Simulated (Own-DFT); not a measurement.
# What a defect does to the pressure of its cell: C40 NbSi2

Calculated, not measured: single-point runs of Own-DFT, a retired in-house plane-wave DFT program that no person has reviewed, on unrelaxed cells, without spin or spin-orbit coupling.

Common settings: PBE; PseudoDojo norm-conserving scalar-relativistic files; cutoff 42 hartree; 4 x 4 x 5 k mesh centred on Gamma; cold (Marzari-Vanderbilt) smearing of 0.2 eV.

Limits: forces on such cells failed a check on a denser k mesh; stress not checked against mesh or cutoff.

All runs share one cell, with vectors in Å (0.000, 8.324, 0.000); (-9.613, 0.000, 0.000); (0.000, 0.000, 6.586) and a volume of 527.0 Å³. The atoms are randomly displaced, by u rms on each axis. The defect's site can differ from row to row.

```
cell,formula,u (Å),P (GPa)
no defect,Nb12Si24,0.0195,1.48
no defect,Nb12Si24,0.0226,1.57
no defect,Nb12Si24,0.0484,2.47
two Nb vacancies,Nb10Si24,0.0276,-0.17
two Nb vacancies,Nb10Si24,0.0320,0.21
two Nb vacancies,Nb10Si24,0.0451,0.88
one Si vacancy,Nb12Si23,0.0272,1.02
one Si vacancy,Nb12Si23,0.0296,0.96
one Si vacancy,Nb12Si23,0.0529,2.38
two Si on a Nb site each,Nb10Si26,0.0279,?
two Si on a Nb site each,Nb10Si26,0.0289,1.70
two Si on a Nb site each,Nb10Si26,0.0514,2.63
two Si on a Nb site each,Nb10Si26,0.0517,2.38
two Nb on a Si site each,Nb14Si22,0.0280,7.33
two Nb on a Si site each,Nb14Si22,0.0313,7.55
two Nb on a Si site each,Nb14Si22,0.0488,8.56
```

## Fit

P = P0 + c u² + a shift for each defect gives P0 = 1.19 GPa, c = 603 ± 52 GPa/Å² and a scatter of 0.16 GPa. The shifts, and each times the cell's volume:

- two Nb on a Si site each: 5.79 ± 0.13 GPa, 19.0 eV (9.5 eV for each of its 2 sites)
- two Si on a Nb site each: -0.19 ± 0.14 GPa, -0.6 eV (-0.3 eV for each of its 2 sites) (not resolved)
- one Si vacancy: -0.63 ± 0.13 GPa, -2.1 eV
- two Nb vacancies: -1.65 ± 0.13 GPa, -5.4 eV (-2.7 eV for each of its 2 sites)

Against the defect-free cell, a freed cell would be larger where the shift is positive and smaller where it is negative (160.2 GPa Å³ is 1 eV). The atoms around the defects weren't relaxed, which would change these numbers.

## The run left out

Q: what pressure belongs in the blank (two Si on a Nb site each, u = 0.0279 Å)?

The fit gives 1.47 ± 0.20 GPa. The run itself gave 1.45 GPa.
